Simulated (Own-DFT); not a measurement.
# Strain and stress in 2H SiC, 32 atoms (C16Si16)

All numbers below are calculated, not measured. The program, named Own-DFT, is a retired in-house plane-wave density functional code that no person has reviewed. Each row is one single-point run on a periodic cell that was not relaxed, without spin or spin-orbit coupling.

Settings of every run: PBE; PseudoDojo norm-conserving scalar-relativistic files; cutoff 42 hartree; 5 x 5 x 3 k mesh centred on Gamma; Fermi-Dirac smearing of 0.1 eV.

Known limits: forces on such cells passed a denser k mesh, each cell not checked; stress not checked against mesh or cutoff.

Unstrained cell vectors in Å: (6.165, 0.000, 0.000); (-3.083, 5.339, 0.000); (0.000, 0.000, 10.068). The unstrained cell has measured lattice constants (interpolated for alloys), not those of this functional. That, the random moves and any unrelaxed bonds set the pressure at no strain. Each run strains this cell uniformly, with the atoms carried along. Every atom was also moved at random, by a Gaussian of width 0.05 Å on each axis. Strain is the symmetric tensor, in per cent. Stress is positive in tension, and the pressure is minus a third of its trace.

| run | e_xx (%) | e_yy (%) | e_zz (%) | e_yz (%) | e_xz (%) | e_xy (%) | s_xx (GPa) | s_yy (GPa) | s_zz (GPa) | s_yz (GPa) | s_xz (GPa) | s_xy (GPa) | P (GPa) | E (meV/atom) |
|---|---|---|---|---|---|---|---|---|---|---|---|---|---|---|
| 1 | -1.54 | -0.60 | 0.54 | -0.14 | -0.07 | -1.18 | -13.23 | -8.93 | -5.38 | -0.91 | -0.37 | -5.84 | 9.18 | 29.6 |
| 2 | 0.92 | 0.87 | 0.42 | -1.50 | -0.43 | -0.80 | 4.30 | 1.07 | -8.70 | -5.16 | -0.36 | -2.74 | 1.11 | 46.4 |
| 3 | 1.04 | 1.54 | 1.62 | -0.19 | -1.30 | -0.46 | 1.01 | 5.02 | 4.10 | -0.87 | -5.41 | -1.60 | -3.37 | 25.0 |
| 4 | 1.94 | 0.61 | -1.28 | 1.09 | -0.88 | 1.30 | 4.87 | 2.70 | -16.07 | 3.61 | -4.12 | 7.90 | 2.83 | 31.3 |
| 5 | -0.90 | 0.76 | -0.06 | -0.95 | -0.44 | 1.24 | -5.16 | -1.53 | -13.49 | -2.47 | -1.81 | 5.84 | 6.73 | 70.2 |
| 6 | -0.27 | 1.50 | 0.31 | -1.28 | -0.99 | -1.96 | -2.28 | 1.52 | -2.82 | -3.60 | -2.84 | -6.84 | 1.20 | 27.6 |
| 7 | 1.02 | 1.74 | 1.79 | -0.82 | -1.03 | 1.69 | 3.83 | 4.97 | 4.17 | -2.13 | -2.40 | 7.20 | -4.32 | 22.2 |
| 8 | 0.14 | 1.24 | -1.92 | -0.62 | -1.33 | -1.82 | -3.91 | 1.68 | -18.42 | -2.93 | -4.63 | -8.30 | 6.88 | 50.2 |
| 9 | 0.67 | -1.47 | 1.03 | 1.26 | 1.71 | -1.29 | -0.52 | -12.00 | -1.53 | 4.21 | 6.32 | -6.17 | 4.69 | 18.7 |
| 10 | -0.40 | -1.86 | 0.12 | 0.42 | -1.48 | 1.34 | -9.25 | -14.60 | -6.82 | 0.41 | -5.38 | 5.01 | 10.22 | 37.0 |
| 11 | 0.77 | -0.48 | 1.12 | 0.49 | 0.95 | 1.58 | -0.49 | -5.84 | -0.57 | 1.26 | 3.27 | 7.84 | 2.30 | 21.6 |
| 12 | 1.46 | 1.13 | 0.95 | 1.55 | -0.05 | -0.98 | 6.69 | 4.89 | -3.20 | 4.40 | 0.26 | -4.19 | -2.79 | 0.0 |
| 13 | 0.60 | -1.07 | 1.65 | -1.35 | -1.42 | -1.14 | -1.72 | -7.14 | -0.09 | -2.73 | -5.24 | -5.63 | 2.98 | 38.3 |
| 14 | -1.60 | 0.39 | 0.74 | 1.96 | 1.07 | 0.44 | -13.94 | -3.90 | -2.86 | 7.00 | 3.28 | 1.56 | 6.90 | 33.5 |
| 15 | -0.73 | 0.31 | -0.72 | 1.58 | 1.03 | 1.06 | -9.35 | -2.12 | -12.35 | 4.34 | 3.43 | 6.57 | 7.94 | 31.0 |
| 16 | 1.90 | -0.05 | 1.15 | -1.65 | -1.33 | 0.73 | 6.05 | -3.28 | 0.07 | -5.25 | -4.00 | 4.92 | -0.94 | 32.7 |
| 17 | -0.45 | -0.54 | 0.54 | -1.19 | -1.61 | 1.57 | -7.45 | -5.69 | -6.11 | -3.67 | -4.60 | 7.33 | 6.42 | 49.6 |
| 18 | -1.02 | -0.47 | 0.22 | -0.42 | -1.04 | -1.23 | ? | ? | ? | ? | ? | ? | ? | ? |

E is the free energy for each atom above the lowest run shown.

## Worked fit

Each stress component was fitted by least squares to a constant and the strains of the runs shown, as fractions, with shears doubled. Shear strains stay in the fit of a normal stress only where such slopes are resolved. The slopes, in GPa:

```
stress,at no strain,per e_xx,per e_yy,per e_zz,scatter
s_xx,-4.4,534 ± 41,122 ± 41,54 ± 43,1.71
s_yy,-4.0,125 ± 29,493 ± 29,-13 ± 30,1.20
s_zz,-8.4,16 ± 52,35 ± 52,623 ± 55,2.18
```

Each shear stress against twice its own strain: yz 153 ± 11, xz 189 ± 12, xy 232 ± 9 GPa. These are stiffnesses along x, y and z of the frame in which the cell vectors are given, which need not be the crystal's axes. The atoms are held to the strained lattice; where symmetry lets them move under strain, relaxing them would lower some slopes. The table should be nearly symmetric about its diagonal, and what it lacks of that shows the noise. A ninth of its sum, 221 ± 5 GPa, estimates the bulk modulus near the mean pressure of these runs, 3.4 GPa, so it lies above the value at zero pressure.

## Withheld run

Question: what normal stresses and pressure should run 18 give?

The fit gives s_xx = -10.3, s_yy = -7.6, s_zz = -7.3 and P = 8.4 GPa. The calculation gave -9.91, -7.45, -7.30 and P = 8.22 GPa.
